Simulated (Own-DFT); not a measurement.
# What a defect does to the pressure of its cell: C11b WSi2

Everything here is calculated. The program is Own-DFT (plane waves, in-house, since retired, never reviewed by a person); positions were held fixed, and spin and spin-orbit coupling were off.

Method: PBE; PseudoDojo norm-conserving scalar-relativistic files; cutoff 50 hartree; 5 x 5 x 5 k mesh centred on Gamma; cold (Marzari-Vanderbilt) smearing of 0.2 eV.

Limits: forces on such cells failed a check on a denser k mesh; stress not checked against mesh or cutoff.

All runs share one cell, with vectors in Å (-2.148, -5.953, 3.409); (-6.444, 2.976, 1.136); (-2.553, -2.948, -6.757) and a volume of 403.2 Å³. Atoms were moved at random from their sites; u is the rms move along one axis. The defect's site can differ from row to row.

| cell | formula | u (Å) | P (GPa) |
|---|---|---|---|
| no defect | Si20W10 | 0.0189 | 4.68 |
| no defect | Si20W10 | 0.0202 | 4.35 |
| no defect | Si20W10 | 0.0512 | 6.40 |
| one W on a Si site | Si19W11 | 0.0334 | 9.92 |
| one W on a Si site | Si19W11 | 0.0348 | 9.88 |
| one W on a Si site | Si19W11 | 0.0502 | 11.04 |
| one Si on a W site | Si21W9 | 0.0293 | 6.02 |
| one Si on a W site | Si21W9 | 0.0343 | 6.45 |
| one Si on a W site | Si21W9 | 0.0516 | 7.32 |
| one Si on a W site | Si21W9 | 0.0523 | ? |
| one Si vacancy | Si19W10 | 0.0266 | 3.03 |
| one Si vacancy | Si19W10 | 0.0340 | 3.58 |
| one Si vacancy | Si19W10 | 0.0442 | 3.86 |

## Analysis

P = P0 + c u² + a shift for each defect gives P0 = 4.27 GPa, c = 774 ± 63 GPa/Å² and a scatter of 0.17 GPa. The shifts, and each times the cell's volume:

- one W on a Si site: 4.76 ± 0.14 GPa, 12.0 eV
- one Si on a W site: 1.11 ± 0.14 GPa, 2.8 eV
- one Si vacancy: -1.76 ± 0.14 GPa, -4.4 eV

Positive is outwards. The product with the volume (160.2 GPa Å³ to the eV) is nearly free of the cell's size; divided by the bulk modulus at the cell's pressure it gives the volume that the defect adds. The atoms around the defects weren't relaxed, which would change these numbers.

## Withheld run

Question: what pressure belongs in the blank (one Si on a W site, u = 0.0523 Å)?

From the fit: 7.50 ± 0.21 GPa. The hidden result is 7.64 GPa.
